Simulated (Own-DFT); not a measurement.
## Calculated data, Si₄SnGe₁₁ (diamond-structure random alloy, strained, atoms displaced), Si₂SnGe₅ (diamond-structure random alloy, strained, atoms displaced)

A calculation, not a measurement: plane-wave density functional theory by an unreviewed code, no spin, of a simulated periodic cell, stress positive in tension, run twice, with PBE and with PBEsol, both on files made for PBE, so the change isn't that of files made for PBEsol, forces on such cells moved up to 12 meV/angstrom on a denser k mesh; the far tail of each file's local potential was reset to the Coulomb form; each entry is a single point on an unrelaxed cell, so the pressure reflects the starting lattice, mostly measured values (interpolated for alloys), from which strain is counted, and rises with the displacements; printed positions are rounded, which can move forces by about a meV/angstrom; the program, named Own-DFT, is a retired in-house code; no spin-orbit coupling; stress was not checked against mesh or cutoff. Program: Own-DFT development build.

Settings shared by all entries: functional PBE, then PBEsol; potential files PseudoDojo norm-conserving, scalar-relativistic, standard set; wave cutoff 49 hartree; occupations Fermi-Dirac; smearing width 0.1 eV; k mesh 3 x 3 x 3 centred on Gamma.

(1) Si₄SnGe₁₁ (diamond-structure random alloy, strained, atoms displaced)

```
Si4SnGe11
1.0
     11.1085     0.0000     0.0000
      0.0000    11.1085     0.0000
      0.0000     0.0000    11.3064
Ge Sn Si Sn Ge Sn Ge Si Ge Si Ge Si Ge Si Ge Si Ge Si Ge Si Ge Si Ge Si Ge Si Ge Sn Ge Si Ge Si Ge
5 1 1 1 1 1 1 1 3 2 1 1 1 2 6 1 1 1 7 1 2 1 1 2 1 1 1 1 5 1 3 1 5
Direct
  0.99843 0.00163 0.99555
  0.99436 0.25393 0.24674
  0.25391 0.99300 0.25293
  0.24678 0.25020 0.00096
  0.12269 0.11887 0.12032
  0.12023 0.37375 0.38121
  0.37663 0.12306 0.37299
  0.37614 0.38657 0.12726
  0.99988 0.99848 0.49598
  0.00187 0.25710 0.75117
  0.24578 0.99093 0.74977
  0.25492 0.25174 0.49635
  0.12363 0.11772 0.62830
  0.12955 0.37731 0.87251
  0.36753 0.11653 0.87950
  0.37787 0.36979 0.63148
  0.99490 0.50062 0.99710
  0.00375 0.74998 0.24942
  0.25114 0.49853 0.25096
  0.25153 0.75378 0.99232
  0.12394 0.62765 0.12958
  0.11723 0.87814 0.37767
  0.38435 0.62883 0.37352
  0.37574 0.88033 0.12558
  0.00176 0.49552 0.50460
  0.99887 0.74663 0.74435
  0.24368 0.49774 0.74336
  0.25720 0.75297 0.50056
  0.13108 0.62468 0.62394
  0.13293 0.87286 0.86707
  0.37677 0.62262 0.87732
  0.37799 0.86864 0.63221
  0.49746 0.98529 0.00218
  0.49877 0.24773 0.25136
  0.75246 0.00167 0.25349
  0.75173 0.25679 0.99162
  0.62425 0.13342 0.12831
  0.62305 0.37531 0.37810
  0.87166 0.12577 0.36824
  0.87268 0.38411 0.11662
  0.49840 0.99752 0.49711
  0.49350 0.24627 0.74647
  0.74810 0.00664 0.74777
  0.74908 0.24990 0.50485
  0.63321 0.12063 0.62861
  0.62090 0.37286 0.87458
  0.87415 0.12605 0.87121
  0.87638 0.37283 0.61359
  0.50957 0.49777 0.00227
  0.49829 0.74736 0.25349
  0.74006 0.49183 0.25596
  0.74959 0.75059 0.00369
  0.61353 0.62355 0.11789
  0.62582 0.87416 0.37504
  0.87625 0.62484 0.37842
  0.87505 0.87275 0.12436
  0.50431 0.49924 0.49672
  0.50039 0.75471 0.75386
  0.74477 0.50177 0.74787
  0.75219 0.74650 0.51162
  0.62211 0.62580 0.62867
  0.63697 0.87066 0.88141
  0.87009 0.63266 0.87534
  0.87691 0.87869 0.62116
```

The calculation gives: PBE pressure 7.6 GPa; PBE stress xx -8.01 GPa; PBE stress yy -7.94 GPa; PBE stress zz -6.86 GPa; PBE stress yz 0.07 GPa; PBE stress xz 0.6 GPa; PBE stress xy -0.19 GPa; PBEsol pressure 4.74 GPa; PBEsol stress xx -5.15 GPa; PBEsol stress yy -5.09 GPa; PBEsol stress zz -3.99 GPa; PBEsol stress yz 0.07 GPa; PBEsol stress xz 0.57 GPa; PBEsol stress xy -0.17 GPa; rms change of force components from PBE to PBEsol 0.056 eV/Å.

Force:
| force element | PBE force x (eV/Å) | PBE force y (eV/Å) | PBE force z (eV/Å) | PBEsol force x (eV/Å) | PBEsol force y (eV/Å) | PBEsol force z (eV/Å) |
| --- | --- | --- | --- | --- | --- | --- |
| Ge | -0.234 | -0.686 | -0.68 | -0.185 | -0.689 | -0.614 |
| Ge | -0.744 | -1.312 | -1.226 | -0.694 | -1.244 | -1.221 |
| Ge | -1.035 | 0.913 | 0.491 | -0.99 | 0.878 | 0.395 |
| Ge | -0.203 | -0.536 | -0.316 | -0.207 | -0.536 | -0.32 |
| Ge | 0.152 | 0.54 | 1.043 | 0.146 | 0.533 | 0.992 |
| Sn | 1.342 | -0.37 | -1.475 | 1.209 | -0.349 | -1.435 |
| Si | -0.407 | 0.319 | 0.508 | -0.356 | 0.269 | 0.45 |
| Sn | -1.946 | -3.173 | 1.316 | -1.829 | -3.155 | 1.235 |
| Ge | -0.488 | 1.132 | -0.329 | -0.485 | 1.099 | -0.23 |
| Sn | -0.726 | -1.034 | -0.416 | -0.657 | -0.971 | -0.451 |
| Ge | 1.183 | 1.213 | -0.853 | 1.133 | 1.163 | -0.81 |
| Si | 1.27 | -1.816 | 1.699 | 1.171 | -1.778 | 1.665 |
| Ge | 1.283 | 0.163 | -1.608 | 1.22 | 0.122 | -1.529 |
| Ge | 0.321 | 1.347 | 2.06 | 0.344 | 1.272 | 1.955 |
| Ge | 0.752 | 0.37 | -0.591 | 0.689 | 0.328 | -0.545 |
| Si | -0.435 | 0.367 | -1.377 | -0.45 | 0.458 | -1.357 |
| Si | 1.223 | 1.158 | -0.023 | 1.163 | 1.102 | -0.057 |
| Ge | -0.508 | -0.198 | 0.672 | -0.537 | -0.153 | 0.622 |
| Si | -1.298 | 2.901 | 1.038 | -1.236 | 2.818 | 1.06 |
| Ge | 0.132 | -1.078 | 1.313 | 0.123 | -0.971 | 1.265 |
| Si | 0.546 | -0.851 | -1.058 | 0.526 | -0.762 | -1.037 |
| Si | 1.361 | -0.834 | -0.361 | 1.33 | -0.814 | -0.355 |
| Ge | -1.752 | -1.296 | 0.429 | -1.65 | -1.222 | 0.44 |
| Ge | -0.567 | -1.943 | 0.552 | -0.543 | -1.874 | 0.526 |
| Ge | -1.101 | 3.221 | 0.77 | -1.082 | 3.046 | 0.747 |
| Ge | 0.603 | 0.202 | 0.056 | 0.55 | 0.239 | 0.089 |
| Ge | 1.663 | 0.594 | 0.49 | 1.582 | 0.532 | 0.529 |
| Ge | -1.101 | -0.256 | -0.401 | -0.993 | -0.247 | -0.378 |
| Si | -0.738 | 0.257 | -0.588 | -0.724 | 0.248 | -0.572 |
| Ge | -2.244 | -0.596 | 0.927 | -2.151 | -0.571 | 0.892 |
| Si | -0.923 | 0.637 | -1.428 | -0.906 | 0.638 | -1.403 |
| Ge | -0.13 | 1.184 | -0.812 | -0.13 | 1.142 | -0.784 |
| Ge | 1.374 | 2.129 | -0.561 | 1.311 | 2.055 | -0.534 |
| Ge | 0.123 | -0.346 | 1.197 | 0.17 | -0.303 | 1.122 |
| Ge | -0.448 | -0.121 | -0.686 | -0.475 | -0.162 | -0.704 |
| Ge | 0.165 | -1.175 | 0.52 | 0.12 | -1.093 | 0.543 |
| Ge | 0.498 | -1.105 | -1.073 | 0.48 | -1.062 | -1.023 |
| Ge | 0.019 | -1.79 | 0.574 | -0.015 | -1.68 | 0.511 |
| Si | 0.232 | 0.658 | 1.271 | 0.26 | 0.614 | 1.204 |
| Ge | -0.215 | -0.448 | 0.762 | -0.259 | -0.489 | 0.778 |
| Ge | 0.214 | 0.527 | 0.739 | 0.219 | 0.438 | 0.711 |
| Si | 0.853 | -0.886 | 0.638 | 0.853 | -0.893 | 0.717 |
| Ge | 1.007 | -0.987 | 0.979 | 0.998 | -1.04 | 0.963 |
| Si | -0.129 | -0.936 | -1.006 | -0.114 | -0.837 | -0.992 |
| Si | -1.93 | 1.384 | -1.133 | -1.889 | 1.274 | -1.095 |
| Ge | 1.211 | -1.339 | -3.02 | 1.194 | -1.298 | -2.846 |
| Si | -0.72 | -0.544 | 0.99 | -0.71 | -0.534 | 0.974 |
| Ge | -1.918 | 1.072 | 0.857 | -1.774 | 1.066 | 0.835 |
| Sn | -0.956 | 0.613 | -3.95 | -0.884 | 0.565 | -3.803 |
| Ge | 0.73 | 1.151 | -1.268 | 0.702 | 1.106 | -1.224 |
| Ge | 1.374 | 1.906 | -0.99 | 1.297 | 1.809 | -0.984 |
| Ge | 0.29 | -0.756 | 0.887 | 0.277 | -0.725 | 0.839 |
| Ge | 3.473 | 3.004 | 3.738 | 3.376 | 2.923 | 3.637 |
| Ge | 0.482 | -0.48 | 0.334 | 0.454 | -0.459 | 0.324 |
| Si | -0.232 | -0.28 | -0.11 | -0.227 | -0.277 | -0.1 |
| Ge | 0.298 | 0.6 | 0.284 | 0.284 | 0.581 | 0.274 |
| Ge | -0.923 | 0.003 | 1.34 | -0.857 | 0.043 | 1.253 |
| Ge | 0.415 | -1.132 | 1.021 | 0.426 | -1.071 | 0.947 |
| Si | 0.624 | -0.545 | 0.122 | 0.607 | -0.527 | 0.121 |
| Ge | -0.041 | 0.039 | -1.504 | -0.069 | 0.07 | -1.421 |
| Ge | -0.117 | -0.318 | 0.199 | -0.137 | -0.261 | 0.149 |
| Ge | -1.111 | 0.94 | -1.202 | -1.091 | 0.901 | -1.156 |
| Ge | 0.265 | -1.393 | -0.453 | 0.249 | -1.284 | -0.438 |
| Ge | -0.159 | 0.014 | 0.68 | -0.156 | 0.002 | 0.655 |

(2) Si₂SnGe₅ (diamond-structure random alloy, strained, atoms displaced)

```
Si2SnGe5
1.0
     11.7240     0.0000     0.0000
      0.0000    11.7240     0.0000
      0.0000     0.0000    11.4103
Ge Si Ge Sn Ge Si Ge Si Ge Sn Ge Si Ge Si Ge Si Ge Sn Ge Si Ge Sn Ge Si Ge Si Ge Si Sn Ge Sn Ge Sn Si Ge
2 3 3 1 4 2 6 1 1 1 2 1 4 2 3 1 2 1 4 1 1 2 1 1 1 1 2 2 1 1 1 2 1 1 1
Direct
  0.00316 0.99974 0.00240
  0.00004 0.24710 0.24968
  0.24450 0.99892 0.25656
  0.25424 0.24995 0.00734
  0.12336 0.12617 0.12566
  0.13031 0.37200 0.37726
  0.37705 0.12810 0.37436
  0.37097 0.37355 0.12646
  0.00016 0.00336 0.50138
  0.00563 0.25637 0.75385
  0.24442 0.99786 0.75846
  0.25450 0.24904 0.49872
  0.12583 0.11979 0.62751
  0.11785 0.37124 0.87384
  0.37308 0.12533 0.87439
  0.37311 0.37132 0.62785
  0.99469 0.50124 0.98987
  0.00503 0.75009 0.24825
  0.24903 0.49882 0.25201
  0.25283 0.74833 0.99396
  0.11704 0.62573 0.13046
  0.12348 0.87555 0.37957
  0.37001 0.63168 0.37070
  0.37783 0.87892 0.11228
  0.99964 0.50369 0.50284
  0.00322 0.74498 0.74797
  0.25684 0.50154 0.75249
  0.24249 0.75191 0.50359
  0.12010 0.62668 0.62999
  0.12474 0.87801 0.86871
  0.37375 0.62350 0.87924
  0.37631 0.87381 0.62695
  0.49850 0.00676 0.99507
  0.50084 0.23880 0.24360
  0.75009 0.00339 0.25944
  0.75479 0.24246 0.99832
  0.62726 0.13154 0.12196
  0.62010 0.38177 0.37428
  0.86801 0.12184 0.37197
  0.87646 0.36762 0.12662
  0.49803 0.00328 0.50372
  0.50278 0.24944 0.74663
  0.74704 0.00042 0.75201
  0.74678 0.25319 0.50056
  0.62200 0.12469 0.62457
  0.62203 0.37213 0.87861
  0.87342 0.12974 0.87431
  0.88803 0.36430 0.62070
  0.50206 0.50341 0.99891
  0.50065 0.75304 0.25405
  0.75003 0.49638 0.24991
  0.74714 0.75143 0.00082
  0.62805 0.62507 0.12733
  0.62873 0.87663 0.37765
  0.87973 0.61830 0.37142
  0.87104 0.87713 0.12493
  0.49945 0.49646 0.50674
  0.50049 0.75532 0.74990
  0.75197 0.49858 0.74265
  0.74919 0.75630 0.49946
  0.62728 0.62080 0.62657
  0.62034 0.87992 0.87444
  0.87544 0.62269 0.87569
  0.88149 0.87421 0.62268
```

Results for Si₂SnGe₅ (diamond-structure random alloy, strained, atoms displaced): PBE pressure 0.76 GPa; PBE stress xx -0.22 GPa; PBE stress yy -0.2 GPa; PBE stress zz -1.85 GPa; PBE stress yz -0.25 GPa; PBE stress xz -0.14 GPa; PBE stress xy -0.14 GPa; PBEsol pressure -1.62 GPa; PBEsol stress xx 2.15 GPa; PBEsol stress yy 2.18 GPa; PBEsol stress zz 0.52 GPa; PBEsol stress yz -0.24 GPa; PBEsol stress xz -0.13 GPa; PBEsol stress xy -0.13 GPa; rms change of force components from PBE to PBEsol 0.047 eV/Å.

Force:
| force element | PBE force x (eV/Å) | PBE force y (eV/Å) | PBE force z (eV/Å) | PBEsol force x (eV/Å) | PBEsol force y (eV/Å) | PBEsol force z (eV/Å) |
| --- | --- | --- | --- | --- | --- | --- |
| Ge | 0.128 | -0.511 | 0.644 | 0.12 | -0.491 | 0.569 |
| Ge | 1.236 | -1.101 | 1.039 | 1.157 | -1.04 | 1.023 |
| Si | -0.316 | 0.491 | -0.206 | -0.252 | 0.493 | -0.203 |
| Si | -0.988 | -0.398 | -0.947 | -0.935 | -0.348 | -0.894 |
| Si | 0.779 | -0.29 | 0.359 | 0.698 | -0.285 | 0.351 |
| Ge | -0.582 | 0.304 | 0.068 | -0.554 | 0.295 | 0.064 |
| Ge | -0.444 | -0.909 | -0.157 | -0.401 | -0.848 | -0.126 |
| Ge | 0.599 | 0.197 | -0.102 | 0.604 | 0.22 | -0.064 |
| Sn | -0.162 | -0.097 | -0.863 | -0.199 | -0.065 | -0.792 |
| Ge | 1.704 | -1.508 | 0.244 | 1.596 | -1.496 | 0.194 |
| Ge | 1.539 | 0.498 | -1.006 | 1.42 | 0.468 | -0.974 |
| Ge | -0.364 | -0.219 | 0.484 | -0.344 | -0.204 | 0.462 |
| Ge | 1.219 | 1.569 | 0.948 | 1.175 | 1.513 | 0.923 |
| Si | 1.951 | 0.933 | 0.665 | 1.846 | 0.911 | 0.649 |
| Si | 0.078 | 0.321 | 0.334 | 0.069 | 0.316 | 0.26 |
| Ge | -0.88 | -0.366 | 0.914 | -0.808 | -0.381 | 0.849 |
| Ge | 0.882 | 0.185 | 0.277 | 0.853 | 0.168 | 0.324 |
| Ge | -1.22 | 0.743 | 0.733 | -1.147 | 0.677 | 0.678 |
| Ge | -0.156 | 0.213 | -0.279 | -0.148 | 0.202 | -0.265 |
| Ge | -1.668 | -0.598 | -0.087 | -1.594 | -0.573 | -0.093 |
| Ge | 1.029 | -0.642 | -1.278 | 0.992 | -0.614 | -1.225 |
| Si | 0.866 | -0.521 | -1.089 | 0.82 | -0.556 | -1.03 |
| Ge | 0.059 | 0.178 | 0.189 | 0.018 | 0.137 | 0.21 |
| Sn | -0.228 | 0.096 | 1.809 | -0.263 | 0.044 | 1.724 |
| Ge | 0.991 | 0.552 | -1.398 | 0.988 | 0.501 | -1.313 |
| Ge | -1.029 | 0.598 | 0.955 | -0.956 | 0.605 | 0.882 |
| Si | -1.115 | -0.616 | 0.134 | -1.063 | -0.576 | 0.11 |
| Ge | 0.526 | 0.346 | -0.086 | 0.502 | 0.281 | -0.079 |
| Ge | 1.282 | -0.889 | -0.266 | 1.206 | -0.819 | -0.285 |
| Ge | -0.533 | -1.065 | 0.983 | -0.502 | -1.022 | 0.937 |
| Ge | 0.355 | 0.045 | -0.9 | 0.371 | 0.08 | -0.835 |
| Si | -0.575 | 0.285 | -0.01 | -0.564 | 0.274 | -0.009 |
| Si | 0.317 | 2.278 | 0.251 | 0.317 | 2.167 | 0.245 |
| Ge | 0.132 | 1.274 | 0.221 | 0.082 | 1.271 | 0.258 |
| Ge | -0.64 | -0.574 | -1.974 | -0.604 | -0.547 | -1.844 |
| Ge | -2.786 | 1.221 | 1.015 | -2.659 | 1.213 | 0.959 |
| Si | -0.048 | -1.356 | -0.237 | -0.016 | -1.295 | -0.207 |
| Ge | 0.9 | -1.733 | -1.101 | 0.889 | -1.675 | -1.056 |
| Ge | 0.186 | 1.598 | 0.292 | 0.17 | 1.542 | 0.281 |
| Sn | -0.147 | 1.025 | -0.616 | -0.15 | 0.989 | -0.598 |
| Ge | 0.04 | -0.331 | 0.069 | 0.041 | -0.312 | 0.015 |
| Ge | -0.46 | -0.521 | 0.538 | -0.451 | -0.444 | 0.522 |
| Ge | 0.51 | 0.3 | -2.179 | 0.516 | 0.271 | -2.079 |
| Ge | -1.052 | -1.179 | -0.92 | -0.981 | -1.119 | -0.916 |
| Si | 0.47 | 0.008 | -0.004 | 0.461 | 0.009 | -0.005 |
| Ge | 0.011 | -0.364 | 0.206 | 0.006 | -0.351 | 0.187 |
| Sn | 1.304 | -1.372 | -0.857 | 1.257 | -1.326 | -0.827 |
| Sn | -0.587 | 0.291 | -0.829 | -0.578 | 0.292 | -0.801 |
| Ge | -0.224 | -0.501 | 0.524 | -0.215 | -0.483 | 0.505 |
| Si | 0.534 | -0.321 | -0.136 | 0.523 | -0.321 | -0.132 |
| Ge | -0.21 | 0.927 | 0.707 | -0.238 | 0.866 | 0.661 |
| Si | 1.269 | -0.597 | 0.498 | 1.179 | -0.591 | 0.484 |
| Ge | -0.235 | 0.543 | 0.202 | -0.231 | 0.464 | 0.194 |
| Ge | -0.986 | -0.013 | -0.091 | -0.912 | 0.016 | -0.056 |
| Si | -0.465 | 0.844 | 0.165 | -0.453 | 0.82 | 0.159 |
| Si | 0.121 | -0.299 | 0.105 | 0.148 | -0.258 | 0.133 |
| Sn | -1.066 | 1.083 | -0.674 | -1.019 | 1.04 | -0.653 |
| Ge | -1.135 | -1.566 | -1.034 | -1.065 | -1.536 | -0.967 |
| Sn | 0.149 | -0.17 | 1.754 | 0.109 | -0.192 | 1.668 |
| Ge | 0.737 | -1.218 | -0.007 | 0.692 | -1.143 | 0.015 |
| Ge | -0.459 | 2.694 | -0.422 | -0.446 | 2.598 | -0.41 |
| Sn | 0.439 | -0.331 | 0.867 | 0.429 | -0.329 | 0.763 |
| Si | -0.116 | 1.396 | 0.317 | -0.08 | 1.332 | 0.284 |
| Ge | -1.467 | -0.861 | 1.243 | -1.425 | -0.835 | 1.197 |

(3) Si₂SnGe₅ (diamond-structure random alloy, strained, atoms displaced)

```
Si2SnGe5
1.0
     11.7240     0.0000     0.0000
      0.0000    11.7240     0.0000
      0.0000     0.0000    11.4103
Si Ge Si Ge Si Ge Si Sn Ge Si Ge Si Sn Ge Sn Ge Si Ge Si Sn Si Ge Sn Si Ge Si Ge Sn Si Ge
2 4 1 4 2 3 2 2 2 1 2 1 1 2 2 2 2 3 1 1 1 3 1 1 6 1 1 1 1 8
Direct
  0.99791 0.99814 0.99957
  0.00357 0.24666 0.24767
  0.24613 0.99272 0.25473
  0.25060 0.25125 0.99302
  0.11173 0.12474 0.12966
  0.12227 0.37625 0.36922
  0.38097 0.12854 0.37094
  0.37007 0.37629 0.12576
  0.99367 0.99771 0.49968
  0.99819 0.25446 0.74794
  0.25227 0.99250 0.74545
  0.24712 0.25200 0.49928
  0.12067 0.12124 0.62925
  0.12355 0.37801 0.87233
  0.37423 0.13437 0.87903
  0.37185 0.36328 0.63261
  0.00326 0.49463 0.99989
  0.99784 0.74898 0.24566
  0.24997 0.50326 0.24996
  0.24593 0.75173 0.00411
  0.12514 0.62735 0.11859
  0.12954 0.87371 0.37781
  0.36762 0.62100 0.37103
  0.37311 0.87202 0.12410
  0.99747 0.50453 0.50295
  0.99944 0.74982 0.74883
  0.25346 0.50326 0.74637
  0.24675 0.74600 0.50423
  0.11449 0.62732 0.61512
  0.12649 0.86982 0.88377
  0.37764 0.62575 0.87871
  0.37372 0.87785 0.61863
  0.50106 0.00728 0.00194
  0.49593 0.25419 0.25741
  0.75289 0.99823 0.24682
  0.75572 0.24643 0.99579
  0.62508 0.12700 0.11774
  0.62277 0.37065 0.37137
  0.88243 0.12308 0.37721
  0.87347 0.38775 0.12844
  0.49846 0.00286 0.50397
  0.50194 0.24822 0.74524
  0.74565 0.99468 0.74413
  0.75206 0.24852 0.49837
  0.62584 0.12358 0.62690
  0.62447 0.37399 0.87926
  0.88276 0.12375 0.87531
  0.87411 0.37594 0.62183
  0.50896 0.49379 0.99699
  0.50038 0.74395 0.25255
  0.74624 0.50066 0.24758
  0.75026 0.74606 0.99677
  0.63273 0.63162 0.12601
  0.62319 0.87901 0.38108
  0.88031 0.63071 0.36925
  0.87628 0.87474 0.12398
  0.50234 0.49579 0.49956
  0.49780 0.75094 0.74754
  0.74884 0.49787 0.75576
  0.75233 0.75339 0.50064
  0.62469 0.62176 0.62026
  0.61901 0.86534 0.87301
  0.86711 0.62176 0.88421
  0.88018 0.88186 0.63010
```

Results for Si₂SnGe₅ (diamond-structure random alloy, strained, atoms displaced): PBE pressure 1.01 GPa; PBE stress xx -0.53 GPa; PBE stress yy -0.47 GPa; PBE stress zz -2.04 GPa; PBE stress yz -0.15 GPa; PBE stress xz 0.29 GPa; PBE stress xy 0.23 GPa; PBEsol pressure -1.36 GPa; PBEsol stress xx 1.85 GPa; PBEsol stress yy 1.9 GPa; PBEsol stress zz 0.33 GPa; PBEsol stress yz -0.14 GPa; PBEsol stress xz 0.27 GPa; PBEsol stress xy 0.21 GPa; rms change of force components from PBE to PBEsol 0.047 eV/Å.

Force:
| force element | PBE force x (eV/Å) | PBE force y (eV/Å) | PBE force z (eV/Å) | PBEsol force x (eV/Å) | PBEsol force y (eV/Å) | PBEsol force z (eV/Å) |
| --- | --- | --- | --- | --- | --- | --- |
| Si | -0.882 | 0.582 | 1.064 | -0.827 | 0.608 | 1.009 |
| Si | -0.755 | 0.169 | 1.272 | -0.7 | 0.197 | 1.213 |
| Ge | 0.783 | 1.261 | -0.487 | 0.728 | 1.178 | -0.486 |
| Ge | -1.041 | 0.176 | 1.164 | -0.99 | 0.18 | 1.112 |
| Ge | 1.301 | -0.629 | -0.8 | 1.307 | -0.623 | -0.782 |
| Ge | -0.622 | -1.185 | 1.388 | -0.593 | -1.086 | 1.343 |
| Si | -0.828 | -0.35 | 0.888 | -0.85 | -0.38 | 0.855 |
| Ge | 1.573 | -1.143 | -0.836 | 1.495 | -1.078 | -0.836 |
| Ge | 1.103 | 0.538 | 0.031 | 1.063 | 0.459 | 0.054 |
| Ge | 0.43 | -0.587 | -0.086 | 0.388 | -0.545 | -0.052 |
| Ge | -0.042 | 1.626 | 0.112 | -0.016 | 1.54 | 0.125 |
| Si | 0.001 | -0.909 | -0.08 | 0.002 | -0.83 | -0.078 |
| Si | 0.489 | 0.365 | -0.691 | 0.45 | 0.328 | -0.646 |
| Ge | -0.569 | -0.519 | 0.529 | -0.521 | -0.535 | 0.485 |
| Ge | 0.4 | -1.207 | -1.057 | 0.394 | -1.159 | -1.02 |
| Ge | 0.516 | -0.075 | -1.86 | 0.535 | -0.049 | -1.765 |
| Si | 0.659 | 1.493 | -0.864 | 0.648 | 1.467 | -0.848 |
| Si | 1.535 | 1.622 | -1.372 | 1.544 | 1.548 | -1.317 |
| Sn | -0.856 | -0.147 | -0.536 | -0.885 | -0.194 | -0.576 |
| Sn | 2.053 | -1.243 | 2.02 | 2.002 | -1.218 | 1.974 |
| Ge | -2.504 | -0.905 | 0.971 | -2.365 | -0.872 | 0.944 |
| Ge | -1.107 | -0.552 | 0.015 | -1.04 | -0.509 | 0.032 |
| Si | 1.933 | 1.353 | 1.892 | 1.895 | 1.333 | 1.854 |
| Ge | 1.371 | 1.269 | 1.311 | 1.312 | 1.223 | 1.274 |
| Ge | 0.284 | -1.508 | -0.442 | 0.282 | -1.446 | -0.428 |
| Si | -0.953 | -0.654 | -0.099 | -0.934 | -0.64 | -0.103 |
| Sn | -1.701 | -0.538 | -1.203 | -1.648 | -0.543 | -1.156 |
| Ge | 0.554 | 0.055 | -0.867 | 0.497 | 0.083 | -0.821 |
| Ge | 0.249 | 0.592 | 1.141 | 0.272 | 0.547 | 1.065 |
| Sn | -2.564 | 2.49 | -3.105 | -2.415 | 2.414 | -3.023 |
| Sn | 1.892 | -0.071 | 0.318 | 1.836 | -0.066 | 0.296 |
| Ge | 0.433 | -0.341 | 0.057 | 0.379 | -0.361 | 0.107 |
| Ge | -0.505 | -0.933 | -0.418 | -0.488 | -0.891 | -0.404 |
| Si | 0.047 | -0.586 | -1.208 | 0.088 | -0.519 | -1.222 |
| Si | 0.079 | 0.309 | 0.245 | 0.015 | 0.307 | 0.246 |
| Ge | -0.695 | 0.193 | -0.357 | -0.659 | 0.156 | -0.328 |
| Ge | 0.367 | 0.325 | 1.458 | 0.353 | 0.309 | 1.352 |
| Ge | 0.26 | 0.293 | 0.213 | 0.281 | 0.325 | 0.246 |
| Si | -0.67 | 0.227 | -0.958 | -0.656 | 0.212 | -0.873 |
| Sn | 0.789 | -2.125 | -0.509 | 0.693 | -2.063 | -0.478 |
| Si | -0.956 | -0.392 | -1.61 | -0.906 | -0.425 | -1.545 |
| Ge | -0.532 | 1.188 | 2.067 | -0.556 | 1.132 | 1.98 |
| Ge | 1.271 | -0.725 | 2.062 | 1.24 | -0.704 | 1.98 |
| Ge | 0.848 | 0.39 | -1.093 | 0.795 | 0.408 | -1.026 |
| Sn | 0.011 | 0.01 | -0.797 | 0.045 | 0.047 | -0.73 |
| Si | 0.482 | -0.759 | -0.812 | 0.471 | -0.74 | -0.795 |
| Ge | -0.63 | -0.456 | -0.431 | -0.639 | -0.39 | -0.438 |
| Ge | -0.238 | 0.178 | 0.366 | -0.226 | 0.173 | 0.363 |
| Ge | 0.386 | 0.184 | 1.49 | 0.311 | 0.196 | 1.448 |
| Ge | -0.067 | 0.284 | 0.025 | -0.07 | 0.326 | 0.02 |
| Ge | -1.911 | 1.091 | 0.927 | -1.811 | 1.027 | 0.914 |
| Ge | -0.188 | 1.01 | 1.006 | -0.174 | 0.956 | 0.911 |
| Si | -0.77 | -0.862 | -0.09 | -0.75 | -0.842 | -0.089 |
| Ge | 0.084 | 0.102 | -0.456 | 0.092 | 0.041 | -0.436 |
| Sn | -1.094 | -0.537 | 0.425 | -1.105 | -0.572 | 0.469 |
| Si | -0.089 | 0.086 | 0.018 | -0.119 | 0.049 | -0.015 |
| Ge | -0.985 | -0.08 | -0.166 | -0.914 | -0.097 | -0.142 |
| Ge | 0.521 | 0.251 | -1.266 | 0.511 | 0.245 | -1.209 |
| Ge | -0.424 | -0.186 | -0.255 | -0.381 | -0.148 | -0.266 |
| Ge | -0.472 | 0.637 | 0.808 | -0.466 | 0.616 | 0.776 |
| Ge | 0.277 | 0.37 | 0.444 | 0.266 | 0.357 | 0.431 |
| Ge | 0.442 | 1.06 | 0.209 | 0.426 | 1.019 | 0.186 |
| Ge | 1.639 | -0.387 | -1.049 | 1.521 | -0.367 | -1.017 |
| Ge | -0.414 | -1.189 | -0.077 | -0.433 | -1.11 | -0.114 |
